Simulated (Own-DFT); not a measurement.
# Which defects push the lattice out? 4H SiC

Calculated, not measured: single-point runs of Own-DFT, a retired in-house plane-wave DFT program that no person has reviewed, on unrelaxed cells, without spin or spin-orbit coupling.

Common settings: PBE; PseudoDojo norm-conserving scalar-relativistic files; cutoff 42 hartree; 4 x 4 x 3 k mesh centred on Gamma; Fermi-Dirac smearing of 0.1 eV.

Known weak points (not all hold for every row): not probed for a lower state with spin; forces on such cells failed a check on a denser k mesh; forces on such cells passed a denser k mesh, each cell not checked; stress not checked against mesh or cutoff.

All runs share one cell, with vectors in Å (9.248, 0.000, 0.000); (-4.624, 8.009, 0.000); (0.000, 0.000, 10.068) and a volume of 745.7 Å³. Atoms were moved at random from their sites; u is the rms move along one axis. The defect's site can differ from row to row.

```
cell,formula,u (Å),P (GPa)
no defect,C36Si36,0.0308,3.83
no defect,C36Si36,0.0327,3.84
no defect,C36Si36,0.0584,5.65
one C on a Si site,C37Si35,0.0481,2.76
one C on a Si site,C37Si35,0.0494,3.33
one C on a Si site,C37Si35,0.0505,3.34
one Al on a Si site and one N on a C site,AlC35NSi35,0.0469,4.99
one Al on a Si site and one N on a C site,AlC35NSi35,0.0488,5.15
one Al on a Si site and one N on a C site,AlC35NSi35,0.0508,?
one Al on a Si site and one N on a C site,AlC35NSi35,0.0550,5.42
one C vacancy,C35Si36,0.0299,3.55
one C vacancy,C35Si36,0.0334,3.76
one C vacancy,C35Si36,0.0446,4.40
two Al on a Si site each,Al2C36Si34,0.0288,5.64
two Al on a Si site each,Al2C36Si34,0.0481,7.17
two Al on a Si site each,Al2C36Si34,0.0498,7.38
```

## Working it out

P = P0 + c u² + a shift for each defect gives P0 = 2.96 GPa, c = 821 ± 68 GPa/Å² and a scatter of 0.17 GPa. The shifts, and each times the cell's volume:

- two Al on a Si site each: 2.23 ± 0.14 GPa, 10.4 eV (5.2 eV for each of its 2 sites)
- one Al on a Si site and one N on a C site: 0.15 ± 0.15 GPa, 0.7 eV (not resolved)
- one C vacancy: -0.15 ± 0.15 GPa, -0.7 eV (not resolved)
- one C on a Si site: -1.81 ± 0.15 GPa, -8.4 eV

Positive is outwards. The product with the volume (160.2 GPa Å³ to the eV) is nearly free of the cell's size; divided by the bulk modulus at the cell's pressure it gives the volume that the defect adds. The atoms around the defects weren't relaxed, which would change these numbers.

## Test on the hidden row

The question: what pressure belongs in the blank (one Al on a Si site and one N on a C site, u = 0.0508 Å)?

The fitted form gives 5.23 ± 0.20 GPa. The calculation gave 5.79 GPa.
